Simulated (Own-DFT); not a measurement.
# What random displacements cost in diamond germanium, 16 atoms (Ge16)

These are calculations, not measurements. The program, named Own-DFT, is a retired in-house plane-wave density functional code that no person has reviewed. Each row is one single-point run on a periodic cell that was not relaxed, without spin or spin-orbit coupling.

Settings of every run: PBE; PseudoDojo norm-conserving scalar-relativistic files; cutoff 42 hartree; 5 x 5 x 5 k mesh centred on Gamma; Fermi-Dirac smearing of 0.1 eV.

Known limits: k mesh not checked against a denser one; stress not checked against mesh or cutoff.

Cell vectors in Å: (0.000, 5.658, 5.658); (5.658, 0.000, 5.658); (5.658, 5.658, 0.000). In each run every atom was moved at random and independently from its ideal site; u is the rms move along one axis. E is the free energy for each atom above the fitted value at u = 0, and F the rms of the force components.

| run | u (Å) | E (meV/atom) | F (eV/Å) | largest force (eV/Å) | P (GPa) |
|---|---|---|---|---|---|
| 1 | 0.0178 | 6.9 | 0.283 | 0.70 | 3.88 |
| 2 | 0.0251 | 13.0 | 0.389 | 1.19 | 3.95 |
| 3 | 0.0391 | 23.4 | 0.518 | 1.26 | 4.08 |
| 4 | 0.0537 | 56.7 | 0.770 | 1.95 | 4.51 |
| 5 | 0.0567 | 50.4 | 0.759 | 1.75 | 4.39 |
| 6 | 0.1026 | 201.1 | 1.616 | 3.98 | 6.47 |
| 7 | 0.1058 | ? | ? | ? | ? |
| 8 | 0.1091 | 270.9 | 2.097 | 7.73 | 7.31 |
| 9 | 0.1586 | 374.0 | 1.811 | 5.94 | 8.03 |

## Worked fit

For small independent moves the energy grows as E = (3/2) K u², with K the mean stiffness felt by one atom. The runs with u up to 0.11 Å give K = 12.8 ± 1.0 eV/Å², with residuals divided by u² + 0.0006 Å², since the noise grows with the moves. The scatter is 7.5 meV/atom at u = 0.05 Å. The forces follow F = G u with G = 15.5 eV/Å²; no force at u = 0 is resolved. G exceeds K because the moves of its neighbours add to the force on an atom, and stiffness differs between atoms. At u = 0.159 Å the parabola gives 481 meV/atom and the run 374. The pressure follows P = 3.68 + 286 u² GPa: at fixed volume, shortened bonds push harder than stretched ones pull.

## Withheld run

Question: what energy and rms force should run 7 give?

The fit gives 214 ± 33 meV/atom and about 1.64 eV/Å. The calculation gave 258.3 meV/atom and 2.566 eV/Å. This run lies off the fit, by chance or by something that the fit leaves out.
